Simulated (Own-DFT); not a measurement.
Simulation results for HfO2 (monoclinic hafnia, atoms displaced)

Computed with Own-DFT development build. A calculation, not a measurement: plane-wave density functional theory by an unreviewed code, no spin, of a simulated periodic cell, stress positive in tension, run twice, with PBE and with PBEsol, both on files made for PBE, so the change isn't that of files made for PBEsol, hafnium file: forces about 75 meV/angstrom off all-electron values; oxygen file: force components 24 meV/angstrom off all-electron in one glass; forces on such cells passed a denser k mesh, this cell's mesh not checked; the far tail of each file's local potential was reset to the Coulomb form; each entry is a single point on an unrelaxed cell, so the pressure reflects the starting lattice, mostly measured values (interpolated for alloys), from which strain is counted, and rises with the displacements; printed positions are rounded, which can move forces by about a meV/angstrom; the program, named Own-DFT, is a retired in-house code; no spin-orbit coupling; stress was not checked against mesh or cutoff.

Common to all runs: functional PBE, then PBEsol; potential files PseudoDojo norm-conserving, scalar-relativistic, standard set; wave cutoff 72 hartree; occupations Fermi-Dirac; smearing width 0.1 eV; k mesh 2 x 2 x 2 centred on Gamma.

```yaml
- entry: 1
  formula: HfO2
  kind: "monoclinic hafnia, atoms displaced"
  structure:
    cell_angstrom: [[10.234, 0.0, 0.0], [0.0, 10.35, 0.0], [-1.6955, 0.0, 10.4453]]
    atoms_fractional:
      - [Hf, 0.1391, 0.01114, 0.10661]
      - [Hf, 0.35653, 0.26929, 0.14832]
      - [Hf, 0.3654, 0.48568, 0.39412]
      - [Hf, 0.14211, 0.22608, 0.34813]
      - [O, 0.03511, 0.16872, 0.17653]
      - [O, 0.4689, 0.41884, 0.07638]
      - [O, 0.46303, 0.3371, 0.32667]
      - [O, 0.03327, 0.06871, 0.4247]
      - [O, 0.2243, 0.3769, 0.23886]
      - [O, 0.27587, 0.12161, 0.01068]
      - [O, 0.28324, 0.11306, 0.25777]
      - [O, 0.2187, 0.37961, 0.49043]
      - [Hf, 0.1392, 0.01565, 0.60598]
      - [Hf, 0.36072, 0.26584, 0.65185]
      - [Hf, 0.35801, 0.47924, 0.89801]
      - [Hf, 0.13368, 0.22209, 0.84589]
      - [O, 0.03841, 0.1677, 0.66933]
      - [O, 0.46023, 0.41645, 0.56403]
      - [O, 0.4715, 0.32692, 0.82488]
      - [O, 0.03027, 0.0766, 0.92719]
      - [O, 0.23236, 0.37964, 0.7364]
      - [O, 0.27614, 0.12873, 0.51102]
      - [O, 0.27336, 0.12767, 0.75934]
      - [O, 0.21775, 0.37776, 0.98004]
      - [Hf, 0.13447, 0.51252, 0.10527]
      - [Hf, 0.36379, 0.76916, 0.14557]
      - [Hf, 0.35383, 0.9785, 0.39385]
      - [Hf, 0.14262, 0.72987, 0.36041]
      - [O, 0.03486, 0.67012, 0.17989]
      - [O, 0.46137, 0.92227, 0.08208]
      - [O, 0.4664, 0.83884, 0.31966]
      - [O, 0.03988, 0.57657, 0.41967]
      - [O, 0.22349, 0.88154, 0.23975]
      - [O, 0.27773, 0.62744, 0.01839]
      - [O, 0.2717, 0.62648, 0.26478]
      - [O, 0.22611, 0.87537, 0.48827]
      - [Hf, 0.13856, 0.51897, 0.60532]
      - [Hf, 0.35759, 0.77695, 0.64543]
      - [Hf, 0.3654, 0.98243, 0.89888]
      - [Hf, 0.14085, 0.73357, 0.85858]
      - [O, 0.04703, 0.65241, 0.68382]
      - [O, 0.4629, 0.91828, 0.57793]
      - [O, 0.45997, 0.83176, 0.83184]
      - [O, 0.03413, 0.5859, 0.92823]
      - [O, 0.22068, 0.88096, 0.74165]
      - [O, 0.27695, 0.63178, 0.51018]
      - [O, 0.27716, 0.61932, 0.76519]
      - [O, 0.21922, 0.85515, 0.98785]
      - [Hf, 0.64016, 0.01992, 0.10273]
      - [Hf, 0.85889, 0.2704, 0.14608]
      - [Hf, 0.8708, 0.47894, 0.40395]
      - [Hf, 0.64051, 0.22288, 0.3542]
      - [O, 0.53423, 0.16252, 0.16963]
      - [O, 0.95989, 0.41199, 0.0749]
      - [O, 0.96034, 0.33509, 0.32641]
      - [O, 0.53881, 0.08295, 0.42228]
      - [O, 0.7258, 0.37785, 0.22471]
      - [O, 0.77309, 0.13126, 0.01392]
      - [O, 0.77352, 0.11519, 0.2634]
      - [O, 0.72446, 0.3635, 0.48674]
      - [Hf, 0.64119, 0.02729, 0.60399]
      - [Hf, 0.86856, 0.27006, 0.65779]
      - [Hf, 0.86629, 0.47963, 0.8907]
      - [Hf, 0.63433, 0.22702, 0.84979]
      - [O, 0.53288, 0.16408, 0.66557]
      - [O, 0.96519, 0.41184, 0.57613]
      - [O, 0.95531, 0.32202, 0.82659]
      - [O, 0.53588, 0.0843, 0.91705]
      - [O, 0.71875, 0.37985, 0.73612]
      - [O, 0.78062, 0.11403, 0.5107]
      - [O, 0.76373, 0.11723, 0.76464]
      - [O, 0.72298, 0.36656, 0.98723]
      - [Hf, 0.63226, 0.51678, 0.10542]
      - [Hf, 0.85409, 0.77649, 0.14359]
      - [Hf, 0.86498, 0.96787, 0.3848]
      - [Hf, 0.63977, 0.73234, 0.35279]
      - [O, 0.5405, 0.65441, 0.17401]
      - [O, 0.96553, 0.92088, 0.08013]
      - [O, 0.95688, 0.83476, 0.32694]
      - [O, 0.53911, 0.58175, 0.4292]
      - [O, 0.72695, 0.87476, 0.24052]
      - [O, 0.77526, 0.63423, 0.0112]
      - [O, 0.7778, 0.61746, 0.25363]
      - [O, 0.72509, 0.86396, 0.49124]
      - [Hf, 0.64113, 0.5242, 0.61133]
      - [Hf, 0.8634, 0.76189, 0.6546]
      - [Hf, 0.86715, 0.97914, 0.88824]
      - [Hf, 0.64406, 0.72927, 0.85172]
      - [O, 0.54216, 0.66437, 0.67497]
      - [O, 0.96653, 0.907, 0.57239]
      - [O, 0.96308, 0.83443, 0.82614]
      - [O, 0.53731, 0.58112, 0.92623]
      - [O, 0.72832, 0.87742, 0.74565]
      - [O, 0.77955, 0.62666, 0.51004]
      - [O, 0.76777, 0.62144, 0.75905]
      - [O, 0.72829, 0.86579, 0.98334]
  results:
    "PBE_pressure [GPa]": 6.26
    "PBE_stress_xx [GPa]": -5.85
    "PBE_stress_yy [GPa]": -6.4
    "PBE_stress_zz [GPa]": -6.53
    "PBE_stress_yz [GPa]": -1.36
    "PBE_stress_xz [GPa]": -0.27
    "PBE_stress_xy [GPa]": 1.34
    "PBEsol_pressure [GPa]": -0.21
    "PBEsol_stress_xx [GPa]": 0.62
    "PBEsol_stress_yy [GPa]": 0.02
    "PBEsol_stress_zz [GPa]": -0.02
    "PBEsol_stress_yz [GPa]": -1.3
    "PBEsol_stress_xz [GPa]": 0.08
    "PBEsol_stress_xy [GPa]": 1.31
    force_element: [Hf, Hf, Hf, Hf, O, O, O, O, O, O, O, O, Hf, Hf, Hf, Hf, O, O, O, O, O, O, O, O, Hf, Hf, Hf, Hf, O, O, O, O, O, O, O, O, Hf, Hf, Hf, Hf, O, O, O, O, O, O, O, O, Hf, Hf, Hf, Hf, O, O, O, O, O, O, O, O, Hf, Hf, Hf, Hf, O, O, O, O, O, O, O, O, Hf, Hf, Hf, Hf, O, O, O, O, O, O, O, O, Hf, Hf, Hf, Hf, O, O, O, O, O, O, O, O]
    "PBE_force_x [eV/angstrom]": [-0.704, 2.438, 0.172, -1.877, 1.274, -2.914, 0.339, 1.95, -0.301, -0.562, -0.786, 0.291, -1.25, 1.312, 1.96, 0.536, -0.236, 0.261, -1.962, 2.176, -1.21, -0.344, 0.215, -0.311, -0.954, 0.506, 2.696, -1.611, 0.316, -0.072, -0.109, 0.359, -0.034, -0.085, 0.575, -0.6, 1.761, 1.73, 0.48, -0.072, -2.914, -0.091, 0.269, -0.098, 0.155, -0.145, 0.401, 0.814, -0.043, -0.671, -2.025, -0.036, -0.498, 1.125, 1.455, -1.009, -0.616, 0.127, 0.199, 0.385, 0.159, -2.364, -2.051, 1.116, -0.401, 0.255, 1.313, -0.916, 0.916, -0.052, 1.843, 0.662, 3.209, 1.573, -2.536, 0.085, -2.671, -0.423, 3.266, 0.342, -1.412, 0.463, -0.041, -0.127, -1.173, 0.411, -2.692, -2.109, -2.027, 0.314, 1.319, -0.413, -0.039, 0.185, 2.215, -0.333]
    "PBE_force_y [eV/angstrom]": [1.324, 0.246, -1.029, 0.644, -1.115, -2.201, -0.933, 1.942, -0.274, 0.653, 1.29, -1.474, 0.268, 1.843, 0.549, 0.647, -0.366, -0.551, 1.445, 1.796, -0.268, -0.121, -1.34, -1.468, 2.261, -0.686, 0.256, -0.894, -0.511, -0.407, -0.284, 1.035, -0.912, -0.899, -0.142, -0.476, -0.984, -1.214, -0.534, -2.714, 1.993, -0.354, -0.019, -0.107, -0.004, 0.76, 0.587, 3.042, 0.711, 0.133, -0.098, 0.968, 0.468, 0.73, -1.121, -0.38, -0.82, -0.974, 0.15, 0.08, -1.886, -0.68, 0.034, 1.067, 0.478, -0.038, 0.565, -1.205, -0.219, 1.391, 0.2, 0.455, -0.067, -2.725, 3.044, -1.649, 2.914, -0.365, -3.16, 1.272, 0.518, -0.826, 0.572, 0.021, -1.636, 1.321, -0.212, -0.426, 1.368, -0.576, -0.984, 0.365, -0.016, -0.141, -0.536, 1.617]
    "PBE_force_z [eV/angstrom]": [-0.33, -0.31, 0.996, 1.756, -0.328, 0.042, -0.984, -0.651, -0.264, -0.318, -0.122, -0.999, -1.753, -2.412, -0.387, 2.086, 0.359, 2.107, 0.167, -1.047, 0.923, -0.451, 0.533, 0.682, 0.433, 0.338, 0.681, -1.584, -0.642, -0.73, 0.547, 0.613, 0.36, -0.551, -0.371, 0.504, -0.613, 0.725, -0.011, -0.726, -0.366, 0.053, -0.297, -0.474, -0.054, 0.7, 0.023, 1.778, 0.123, -0.371, -2.245, 0.165, 0.013, -0.499, 0.207, -0.097, 1.942, -0.341, -0.829, 0.311, -1.011, -4.547, 2.216, 1.515, 0.379, 1.382, 1.462, 0.536, 0.443, 0.966, -0.688, -1.065, -1.052, -0.248, 3.673, 0.622, 0.845, -0.075, -0.886, -0.896, -1.177, -0.939, 1.417, 0.057, -2.841, -2.458, 1.852, 1.457, -0.169, 1.274, 0.096, -1.119, -1.338, 0.789, 0.602, 0.913]
    "PBEsol_force_x [eV/angstrom]": [-0.691, 2.387, 0.187, -1.833, 1.259, -2.843, 0.302, 1.905, -0.238, -0.593, -0.829, 0.334, -1.218, 1.272, 1.899, 0.528, -0.223, 0.242, -1.916, 2.124, -1.117, -0.392, 0.145, -0.242, -0.926, 0.477, 2.61, -1.542, 0.324, -0.084, -0.123, 0.352, 0.028, -0.136, 0.496, -0.523, 1.734, 1.683, 0.492, -0.054, -2.825, -0.124, 0.243, -0.092, 0.212, -0.212, 0.32, 0.844, -0.044, -0.679, -1.951, -0.03, -0.474, 1.097, 1.412, -0.958, -0.534, 0.048, 0.121, 0.434, 0.168, -2.288, -2.013, 1.088, -0.378, 0.241, 1.277, -0.9, 0.961, -0.151, 1.738, 0.711, 3.125, 1.513, -2.486, 0.101, -2.593, -0.402, 3.168, 0.329, -1.298, 0.389, -0.107, -0.06, -1.141, 0.375, -2.641, -2.025, -1.934, 0.306, 1.274, -0.397, 0.038, 0.11, 2.097, -0.255]
    "PBEsol_force_y [eV/angstrom]": [1.328, 0.27, -1.061, 0.599, -1.07, -2.113, -0.919, 1.855, -0.288, 0.613, 1.263, -1.416, 0.291, 1.833, 0.516, 0.582, -0.335, -0.499, 1.366, 1.723, -0.267, -0.143, -1.284, -1.403, 2.25, -0.621, 0.21, -0.95, -0.484, -0.386, -0.302, 0.993, -0.882, -0.88, -0.124, -0.453, -0.935, -1.124, -0.561, -2.704, 1.964, -0.343, -0.01, -0.139, -0.016, 0.747, 0.569, 2.968, 0.77, 0.194, -0.143, 0.877, 0.453, 0.73, -1.093, -0.365, -0.811, -0.946, 0.14, 0.074, -1.774, -0.604, -0.017, 1.002, 0.471, -0.014, 0.543, -1.187, -0.206, 1.341, 0.191, 0.43, -0.023, -2.635, 2.939, -1.646, 2.855, -0.341, -3.078, 1.217, 0.497, -0.783, 0.586, 0.012, -1.533, 1.343, -0.268, -0.465, 1.332, -0.532, -0.972, 0.332, -0.039, -0.145, -0.505, 1.566]
    "PBEsol_force_z [eV/angstrom]": [-0.337, -0.251, 1.028, 1.666, -0.25, -0.005, -1.011, -0.58, -0.269, -0.307, -0.114, -0.969, -1.76, -2.318, -0.352, 1.99, 0.433, 2.0, 0.1, -0.992, 0.9, -0.441, 0.511, 0.674, 0.379, 0.355, 0.676, -1.584, -0.565, -0.771, 0.479, 0.659, 0.354, -0.544, -0.345, 0.491, -0.621, 0.723, 0.022, -0.724, -0.323, 0.004, -0.35, -0.424, -0.066, 0.668, 0.035, 1.739, 0.113, -0.354, -2.158, 0.153, 0.061, -0.535, 0.154, -0.042, 1.857, -0.319, -0.814, 0.297, -1.016, -4.412, 2.209, 1.466, 0.427, 1.297, 1.347, 0.571, 0.434, 0.942, -0.675, -1.033, -1.051, -0.217, 3.626, 0.587, 0.858, -0.122, -0.916, -0.825, -1.146, -0.922, 1.374, 0.027, -2.796, -2.378, 1.838, 1.406, -0.113, 1.2, 0.049, -1.034, -1.284, 0.789, 0.577, 0.892]
    "rms_change_of_force_components_from_PBE_to_PBEsol [eV/angstrom]": 0.05
- entry: 2
  formula: HfO2
  kind: "monoclinic hafnia, atoms displaced"
  structure:
    cell_angstrom: [[10.234, 0.0, 0.0], [0.0, 10.35, 0.0], [-1.6955, 0.0, 10.4453]]
    atoms_fractional:
      - [Hf, 0.13829, 0.0182, 0.09834]
      - [Hf, 0.37113, 0.26071, 0.15103]
      - [Hf, 0.35795, 0.47808, 0.39106]
      - [Hf, 0.14728, 0.22612, 0.3571]
      - [O, 0.04167, 0.16074, 0.17277]
      - [O, 0.46183, 0.4113, 0.07494]
      - [O, 0.45575, 0.33214, 0.3235]
      - [O, 0.03929, 0.0803, 0.42124]
      - [O, 0.21701, 0.3667, 0.23844]
      - [O, 0.27699, 0.12948, 0.01028]
      - [O, 0.2858, 0.12126, 0.25264]
      - [O, 0.20977, 0.3659, 0.48707]
      - [Hf, 0.1314, 0.02713, 0.60894]
      - [Hf, 0.35957, 0.27661, 0.64872]
      - [Hf, 0.35554, 0.46983, 0.89131]
      - [Hf, 0.14212, 0.23183, 0.85513]
      - [O, 0.03646, 0.17276, 0.67468]
      - [O, 0.47226, 0.42012, 0.57768]
      - [O, 0.4626, 0.34401, 0.83299]
      - [O, 0.03594, 0.08708, 0.92915]
      - [O, 0.22843, 0.38094, 0.73559]
      - [O, 0.27362, 0.13074, 0.50892]
      - [O, 0.28174, 0.11626, 0.75523]
      - [O, 0.22509, 0.36164, 0.99175]
      - [Hf, 0.13476, 0.52127, 0.11134]
      - [Hf, 0.36291, 0.77529, 0.14586]
      - [Hf, 0.35374, 0.98218, 0.38536]
      - [Hf, 0.14059, 0.72781, 0.36409]
      - [O, 0.03732, 0.66996, 0.17946]
      - [O, 0.45715, 0.92138, 0.07234]
      - [O, 0.46427, 0.83007, 0.32271]
      - [O, 0.03739, 0.58366, 0.42688]
      - [O, 0.22339, 0.87183, 0.24123]
      - [O, 0.27676, 0.63381, 0.01585]
      - [O, 0.27601, 0.61912, 0.25237]
      - [O, 0.2267, 0.87065, 0.49453]
      - [Hf, 0.13668, 0.51381, 0.60161]
      - [Hf, 0.36595, 0.76875, 0.65003]
      - [Hf, 0.36425, 0.97706, 0.89621]
      - [Hf, 0.1387, 0.72692, 0.85103]
      - [O, 0.0335, 0.66943, 0.67557]
      - [O, 0.47272, 0.9091, 0.58118]
      - [O, 0.4601, 0.83414, 0.81556]
      - [O, 0.03002, 0.59295, 0.91509]
      - [O, 0.22513, 0.87378, 0.74283]
      - [O, 0.27886, 0.63229, 0.52156]
      - [O, 0.28554, 0.62668, 0.76065]
      - [O, 0.22243, 0.86806, 0.98701]
      - [Hf, 0.6346, 0.02018, 0.09732]
      - [Hf, 0.85989, 0.27586, 0.14453]
      - [Hf, 0.86488, 0.47986, 0.40086]
      - [Hf, 0.63913, 0.23025, 0.35588]
      - [O, 0.53801, 0.16963, 0.17917]
      - [O, 0.96322, 0.41231, 0.07745]
      - [O, 0.96911, 0.3372, 0.32151]
      - [O, 0.53017, 0.09073, 0.41653]
      - [O, 0.7248, 0.37546, 0.23882]
      - [O, 0.77371, 0.13123, 0.00471]
      - [O, 0.76974, 0.12011, 0.25294]
      - [O, 0.72389, 0.36945, 0.49138]
      - [Hf, 0.64215, 0.01124, 0.60959]
      - [Hf, 0.86279, 0.27577, 0.64058]
      - [Hf, 0.85926, 0.47503, 0.89838]
      - [Hf, 0.63732, 0.23658, 0.8507]
      - [O, 0.54137, 0.16459, 0.67568]
      - [O, 0.96268, 0.42788, 0.57835]
      - [O, 0.9713, 0.33395, 0.8341]
      - [O, 0.53529, 0.08496, 0.92593]
      - [O, 0.72278, 0.38206, 0.73449]
      - [O, 0.76742, 0.13665, 0.50669]
      - [O, 0.7777, 0.12917, 0.76173]
      - [O, 0.72947, 0.37354, 0.98652]
      - [Hf, 0.63853, 0.52393, 0.10432]
      - [Hf, 0.86094, 0.77758, 0.14162]
      - [Hf, 0.85715, 0.96996, 0.40173]
      - [Hf, 0.63696, 0.72101, 0.35078]
      - [O, 0.52991, 0.66077, 0.17417]
      - [O, 0.9572, 0.90671, 0.07476]
      - [O, 0.95779, 0.83183, 0.31482]
      - [O, 0.53462, 0.58388, 0.41535]
      - [O, 0.7191, 0.88127, 0.23961]
      - [O, 0.77604, 0.63313, 0.00762]
      - [O, 0.76872, 0.61803, 0.26393]
      - [O, 0.71947, 0.87232, 0.49275]
      - [Hf, 0.63743, 0.51706, 0.59492]
      - [Hf, 0.85957, 0.77291, 0.63862]
      - [Hf, 0.86418, 0.97614, 0.89128]
      - [Hf, 0.6301, 0.72304, 0.85664]
      - [O, 0.53102, 0.66362, 0.67614]
      - [O, 0.967, 0.91646, 0.58258]
      - [O, 0.96481, 0.83004, 0.82967]
      - [O, 0.53395, 0.59278, 0.93179]
      - [O, 0.7125, 0.88122, 0.7373]
      - [O, 0.77538, 0.63167, 0.50593]
      - [O, 0.77308, 0.61931, 0.76243]
      - [O, 0.72161, 0.87115, 0.98439]
  results:
    "PBE_pressure [GPa]": 5.68
    "PBE_stress_xx [GPa]": -4.93
    "PBE_stress_yy [GPa]": -5.66
    "PBE_stress_zz [GPa]": -6.46
    "PBE_stress_yz [GPa]": 0.56
    "PBE_stress_xz [GPa]": 0.2
    "PBE_stress_xy [GPa]": -0.82
    "PBEsol_pressure [GPa]": -0.78
    "PBEsol_stress_xx [GPa]": 1.53
    "PBEsol_stress_yy [GPa]": 0.75
    "PBEsol_stress_zz [GPa]": 0.07
    "PBEsol_stress_yz [GPa]": 0.54
    "PBEsol_stress_xz [GPa]": 0.55
    "PBEsol_stress_xy [GPa]": -0.78
    force_element: [Hf, Hf, Hf, Hf, O, O, O, O, O, O, O, O, Hf, Hf, Hf, Hf, O, O, O, O, O, O, O, O, Hf, Hf, Hf, Hf, O, O, O, O, O, O, O, O, Hf, Hf, Hf, Hf, O, O, O, O, O, O, O, O, Hf, Hf, Hf, Hf, O, O, O, O, O, O, O, O, Hf, Hf, Hf, Hf, O, O, O, O, O, O, O, O, Hf, Hf, Hf, Hf, O, O, O, O, O, O, O, O, Hf, Hf, Hf, Hf, O, O, O, O, O, O, O, O]
    "PBE_force_x [eV/angstrom]": [-0.398, -1.33, 0.246, -1.855, -0.738, 0.968, 0.711, -1.125, 0.39, 0.024, -1.054, 1.534, 2.26, 1.965, -0.756, -0.705, -0.296, -2.356, 1.915, -0.139, -0.865, 0.627, -0.507, -0.144, 0.558, -0.553, 1.912, 0.13, -0.048, 0.879, -0.23, -0.236, -0.342, -0.547, -0.305, -0.356, 0.669, -0.888, -0.765, 0.751, 0.256, -0.002, 1.021, -0.501, -0.761, -0.495, -1.154, -0.082, 1.1, 0.432, -0.022, -0.09, 0.695, 0.91, -0.311, -0.683, -0.173, 0.018, 0.644, 0.453, -2.128, -1.069, 1.361, 0.551, -1.564, -0.712, -0.432, -0.255, 0.376, 1.362, 0.757, -1.267, -0.792, -1.331, 0.81, -0.353, 0.368, 2.389, 0.481, -1.14, 0.056, -0.059, 0.867, 0.794, 0.212, -0.274, -0.835, 1.486, 1.399, -0.677, -0.823, -1.381, 1.847, 0.194, -0.019, -0.459]
    "PBE_force_y [eV/angstrom]": [0.234, 1.743, 0.35, -0.64, 0.185, 0.636, 0.793, -0.501, 1.64, -0.857, -1.234, 1.464, -1.398, -2.108, 4.021, -1.061, 0.204, -1.396, -2.309, -0.216, -0.515, 0.115, 1.202, 1.24, 0.518, -1.222, -1.119, 0.964, -0.993, -0.224, 0.914, -0.016, 0.965, -1.196, -0.796, 0.42, 3.051, 1.162, -0.163, 0.336, -0.83, 1.034, 0.793, -1.96, 1.353, -1.918, -1.859, 0.807, 0.651, -2.374, -0.261, -1.004, -1.113, 1.184, 0.163, -1.07, 0.663, 0.131, -0.345, 0.955, 2.293, -1.038, 1.97, -1.9, 1.124, -1.241, 0.171, 0.739, -0.556, -0.957, -0.603, -0.071, -0.481, -2.183, 2.015, 1.991, 0.175, 2.58, 0.658, -1.347, -0.546, -0.769, -0.437, -0.43, 1.959, -1.654, 0.515, 0.931, -1.306, 0.147, 0.961, -1.589, -0.828, -0.133, 0.236, 0.412]
    "PBE_force_z [eV/angstrom]": [0.578, -2.106, -0.132, -2.138, 0.169, -0.069, 1.602, 0.506, 0.159, -0.671, 1.057, 1.189, -0.76, -1.121, 3.155, 1.186, -0.44, -0.514, -1.74, -1.064, 0.384, 0.302, 0.294, -0.721, -1.442, -0.608, 2.326, -1.309, -0.407, 0.763, 0.635, -0.328, -0.126, -0.628, 2.203, -0.82, 0.959, -1.355, -1.177, 0.645, -1.486, -1.238, 2.765, 1.691, -0.56, -2.293, 0.748, 0.376, 1.098, 0.659, -2.305, -0.566, -1.042, -0.208, 1.023, 0.469, 0.029, 0.321, 1.118, -0.324, -1.33, 1.512, -1.187, 0.272, 0.021, 0.562, -0.945, -0.889, 0.388, 0.648, -0.264, 0.322, -0.006, 0.315, -2.473, -0.465, -0.123, -1.137, 2.829, 0.592, 0.009, 0.793, -0.454, -0.545, 1.993, 2.846, 0.43, -1.168, -0.507, -0.682, -0.757, -0.002, 0.863, 0.333, -0.691, 0.187]
    "PBEsol_force_x [eV/angstrom]": [-0.375, -1.299, 0.26, -1.796, -0.682, 0.934, 0.671, -1.07, 0.424, -0.047, -1.07, 1.545, 2.212, 1.891, -0.741, -0.702, -0.276, -2.293, 1.842, -0.116, -0.767, 0.536, -0.561, -0.071, 0.56, -0.558, 1.859, 0.135, -0.021, 0.847, -0.242, -0.221, -0.253, -0.595, -0.36, -0.287, 0.655, -0.872, -0.754, 0.727, 0.244, 0.015, 0.982, -0.479, -0.676, -0.556, -1.177, -0.013, 1.086, 0.405, -0.018, -0.082, 0.662, 0.867, -0.319, -0.654, -0.101, -0.055, 0.541, 0.507, -2.078, -1.079, 1.316, 0.572, -1.508, -0.69, -0.426, -0.243, 0.425, 1.264, 0.673, -1.157, -0.781, -1.29, 0.783, -0.341, 0.383, 2.305, 0.445, -1.097, 0.135, -0.133, 0.753, 0.858, 0.203, -0.259, -0.824, 1.452, 1.359, -0.68, -0.814, -1.305, 1.855, 0.133, -0.081, -0.38]
    "PBEsol_force_y [eV/angstrom]": [0.311, 1.734, 0.295, -0.644, 0.185, 0.63, 0.757, -0.495, 1.594, -0.847, -1.197, 1.434, -1.313, -2.025, 3.868, -1.07, 0.205, -1.337, -2.26, -0.236, -0.516, 0.122, 1.188, 1.196, 0.57, -1.164, -1.125, 0.9, -0.96, -0.201, 0.872, -0.041, 0.935, -1.15, -0.783, 0.396, 3.023, 1.167, -0.206, 0.298, -0.784, 1.017, 0.739, -1.911, 1.306, -1.87, -1.802, 0.796, 0.689, -2.253, -0.286, -1.061, -1.06, 1.159, 0.152, -1.036, 0.633, 0.133, -0.323, 0.942, 2.248, -0.98, 1.884, -1.921, 1.121, -1.202, 0.153, 0.687, -0.557, -0.918, -0.581, -0.066, -0.402, -2.068, 1.915, 1.874, 0.182, 2.518, 0.627, -1.325, -0.537, -0.755, -0.433, -0.403, 1.928, -1.577, 0.449, 0.853, -1.235, 0.146, 0.937, -1.56, -0.786, -0.137, 0.226, 0.408]
    "PBEsol_force_z [eV/angstrom]": [0.525, -2.024, -0.126, -2.106, 0.198, -0.119, 1.509, 0.567, 0.177, -0.645, 1.05, 1.163, -0.783, -1.063, 3.101, 1.16, -0.386, -0.543, -1.746, -0.984, 0.378, 0.275, 0.28, -0.744, -1.408, -0.567, 2.271, -1.315, -0.35, 0.684, 0.547, -0.265, -0.116, -0.59, 2.149, -0.822, 0.892, -1.285, -1.12, 0.609, -1.399, -1.205, 2.652, 1.678, -0.533, -2.235, 0.726, 0.37, 1.045, 0.665, -2.224, -0.578, -0.961, -0.241, 0.954, 0.458, 0.019, 0.31, 1.083, -0.296, -1.305, 1.501, -1.138, 0.233, 0.091, 0.478, -0.958, -0.809, 0.375, 0.63, -0.253, 0.309, -0.024, 0.332, -2.407, -0.491, -0.069, -1.158, 2.714, 0.616, 0.01, 0.768, -0.427, -0.51, 1.931, 2.804, 0.458, -1.166, -0.437, -0.719, -0.782, 0.033, 0.81, 0.314, -0.66, 0.189]
    "rms_change_of_force_components_from_PBE_to_PBEsol [eV/angstrom]": 0.048
```
